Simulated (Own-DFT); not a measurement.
# A pressure from energies alone: corundum Al2O3, 78 atoms (Al32O46), with two O vacancies

All values are computed. Each geometry was run twice at fixed positions with Own-DFT, a retired in-house plane-wave program that no person has reviewed: with PBE, and with HSE06 (exact exchange share 0.25 at short range, screening 0.11 per bohr, Gygi-Baldereschi treatment of its divergence). Both used PseudoDojo norm-conserving files made for PBE, a cutoff of 48 hartree, the Gamma point alone, fixed occupations, a neutral cell and no spin. The unstrained cell is 7.9 Å across at its thinnest, so Gamma alone is coarse and defects feel their images. The oxygen file's force components were 24 meV/Å off all-electron values in a glass.

Unstrained cell vectors in Å: (5.494, 0.000, 8.660); (-2.747, 4.758, 8.660); (-2.747, -4.758, 8.660), volume V0 = 679.1 Å³, from measured lattice constants. Each geometry has its own random strain of a few per cent, its own defect sites and random moves of rms u per axis. HSE06 gave the energy alone. D is its energy less that of PBE, over the lowest D shown. The PBE stress wasn't checked against mesh or cutoff.

```
run,V - V0 (Å³),u (Å),P with PBE (GPa),D (eV)
1,-17.1,0.0263,13.95,0.208
2,-23.8,0.0472,19.58,0.000
3,-4.5,0.0471,11.40,0.888
4,-11.7,0.0510,13.52,0.544
5,12.0,0.0276,3.11,1.434
6,14.7,0.0297,1.89,1.563
7,-13.5,0.0510,13.59,0.653
8,2.6,0.0484,7.88,1.162
9,-8.4,0.0545,13.40,0.731
10,1.2,0.0280,6.57,0.958
11,20.8,0.0293,0.62,1.757
12,-8.9,0.0311,10.39,0.584
13,12.1,0.0522,5.08,?
```

## Analysis

D = 0.85 + 0.0416 (V - V0) + 88 u² eV, with an error of 0.0014 on the volume slope, 22 on the last term and a scatter of 0.06 eV. Pressure is -dE/dV, and 1 eV/Å³ is 160.2 GPa, so HSE06 changes the pressure by -6.7 ± 0.2 GPa. With the ions held to the strained lattice, the PBE pressure falls by 256 ± 14 GPa per unit of volume strain; the shape of the strain isn't fitted, so the true error is larger, and a relaxed crystal would be softer. On that slope HSE06's volume at a given pressure is about 2.6 % smaller, or 0.9 % in lengths. At u = 0 and V0 the PBE pressure is 6.7 GPa, which puts the zero-pressure volume, against the measured cell and with the defects in, at +2.6 % for PBE and +0.0 % for HSE06, each good to a few tenths of a per cent.

## The run left out

Q: what D should run 13 give?

Estimate: 1.60 eV, with rows scattering by 0.06. Computed: 1.533 eV.
